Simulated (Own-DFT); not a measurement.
# Strain and stress in wurtzite AlN, 72 atoms (Al36N36)

Calculated results; nothing here was measured. They come from Own-DFT, an in-house plane-wave density functional program, since retired, whose code no person has reviewed. Each row is one single-point run on a periodic cell that was not relaxed, without spin or spin-orbit coupling.

Settings of every run: PBE; PseudoDojo norm-conserving scalar-relativistic files; cutoff 42 hartree; 3 x 3 x 2 k mesh centred on Gamma; Fermi-Dirac smearing of 0.1 eV.

Known limits: forces on such cells moved up to 12 meV/angstrom on a denser k mesh; stress not checked against mesh or cutoff.

Unstrained cell vectors in Å: (9.336, 0.000, 0.000); (-4.668, 8.085, 0.000); (0.000, 0.000, 9.964). The unstrained cell has measured lattice constants (interpolated for alloys), not those of this functional. That, the random moves and any unrelaxed bonds set the pressure at no strain. Each run strains this cell uniformly, with the atoms carried along. Every atom was also moved at random, by a Gaussian of width 0.05 Å on each axis. Strain is the symmetric tensor, in per cent. Stress is positive in tension, and the pressure is minus a third of its trace.

| run | e_xx (%) | e_yy (%) | e_zz (%) | e_yz (%) | e_xz (%) | e_xy (%) | s_xx (GPa) | s_yy (GPa) | s_zz (GPa) | s_yz (GPa) | s_xz (GPa) | s_xy (GPa) | P (GPa) | E (meV/atom) |
|---|---|---|---|---|---|---|---|---|---|---|---|---|---|---|
| 1 | -0.50 | -1.40 | -1.84 | -1.30 | 0.85 | -0.91 | -12.07 | -13.63 | -15.34 | -2.85 | 2.81 | -2.79 | 13.68 | 28.2 |
| 2 | 0.30 | 0.73 | -1.91 | -1.28 | 0.33 | -0.13 | -4.52 | -6.09 | -10.78 | -3.41 | 0.73 | -0.21 | 7.13 | 22.7 |
| 3 | 1.94 | 1.29 | 1.77 | -0.22 | 1.14 | -1.24 | 5.55 | 3.30 | 3.22 | -0.39 | 2.46 | -3.89 | -4.02 | 4.8 |
| 4 | 0.90 | 0.29 | -0.98 | -0.93 | 1.41 | -1.39 | -2.82 | -4.19 | -8.11 | -2.65 | 3.83 | -5.41 | 5.04 | 13.1 |
| 5 | 1.59 | 1.27 | -1.28 | 0.86 | -0.48 | -1.57 | 0.89 | 0.30 | -9.49 | 2.49 | -0.90 | -5.64 | 2.77 | 20.8 |
| 6 | 1.14 | -0.02 | -1.40 | -0.87 | 0.44 | -0.34 | -2.22 | -5.58 | -10.45 | -2.58 | 2.50 | -0.18 | 6.09 | 14.2 |
| 7 | 1.46 | -1.53 | -0.08 | 1.01 | 0.38 | -0.97 | 0.36 | -11.23 | -6.65 | 2.44 | 0.97 | -2.05 | 5.84 | 6.4 |
| 8 | -1.08 | -1.76 | -1.80 | -1.88 | 1.82 | 0.12 | -16.49 | -15.04 | -17.77 | -5.70 | 5.12 | -0.79 | 16.43 | 51.7 |
| 9 | -0.58 | 0.16 | -1.10 | -1.20 | 0.57 | 0.62 | -10.49 | -7.20 | -9.64 | -2.94 | 1.31 | 2.38 | 9.11 | 28.8 |
| 10 | -0.85 | -1.87 | -1.03 | -0.34 | 0.63 | -0.32 | -15.17 | -16.13 | -11.59 | -1.02 | 0.88 | -0.67 | 14.30 | 41.7 |
| 11 | -1.72 | -1.96 | 0.59 | 1.55 | 0.58 | -0.09 | -17.96 | -15.04 | -5.03 | 3.48 | 1.54 | -1.01 | 12.68 | 30.8 |
| 12 | 0.88 | 1.76 | -0.87 | 1.56 | -0.49 | -1.47 | -0.78 | 0.84 | -7.69 | 4.07 | -0.74 | -7.32 | 2.54 | 26.7 |
| 13 | 0.50 | 0.32 | 0.09 | -1.33 | 0.00 | -1.09 | -2.76 | -4.32 | -5.20 | -3.56 | -0.09 | -4.80 | 4.09 | 14.8 |
| 14 | 1.22 | 1.86 | 0.50 | -0.85 | -1.17 | 1.55 | 1.75 | 3.80 | -0.30 | -2.29 | -2.75 | 5.01 | -1.75 | 0.0 |
| 15 | 1.49 | 1.34 | -0.99 | 1.32 | 1.92 | -1.94 | 2.57 | 0.62 | -9.04 | 3.72 | 4.28 | -6.10 | 1.95 | 19.9 |
| 16 | -1.72 | 1.47 | -0.14 | -1.01 | 0.49 | 1.97 | -13.48 | -0.56 | -5.08 | -1.81 | 0.87 | 5.69 | 6.37 | 11.3 |
| 17 | 1.78 | 0.14 | -0.57 | -1.27 | -0.81 | 0.89 | 2.97 | -4.64 | -7.61 | -3.38 | -2.29 | 2.35 | 3.09 | 18.5 |
| 18 | 1.80 | -0.65 | -0.06 | 0.12 | 1.29 | 1.83 | ? | ? | ? | ? | ? | ? | ? | ? |

E is the free energy for each atom above the lowest run shown.

## Worked fit

Each stress component was fitted by least squares to a constant and the strains of the runs shown, as fractions, with shears doubled. Shear strains stay in the fit of a normal stress only where such slopes are resolved. The slopes, in GPa:

| stress | at no strain | per e_xx | per e_yy | per e_zz | scatter |
|---|---|---|---|---|---|
| s_xx | -6.8 | 528 ± 20 | 119 ± 18 | 70 ± 22 | 0.85 |
| s_yy | -5.8 | 87 ± 18 | 421 ± 16 | 104 ± 19 | 0.75 |
| s_zz | -5.5 | 25 ± 26 | 112 ± 24 | 423 ± 29 | 1.10 |

Each shear stress against twice its own strain: yz 130 ± 6, xz 118 ± 11, xy 192 ± 17 GPa. These are stiffnesses along x, y and z of the frame in which the cell vectors are given, which need not be the crystal's axes. The atoms are held to the strained lattice; where symmetry lets them move under strain, relaxing them would lower some slopes. The table should be nearly symmetric about its diagonal, and what it lacks of that shows the noise. A ninth of its sum, 210 ± 4 GPa, estimates the bulk modulus near the mean pressure of these runs, 6.2 GPa, so it lies above the value at zero pressure.

## Withheld run

Question: what normal stresses and pressure should run 18 give?

The fit gives s_xx = 1.9, s_yy = -7.0, s_zz = -6.1 and P = 3.7 GPa. The calculation gave 0.40, -9.31, -3.57 and P = 4.16 GPa.
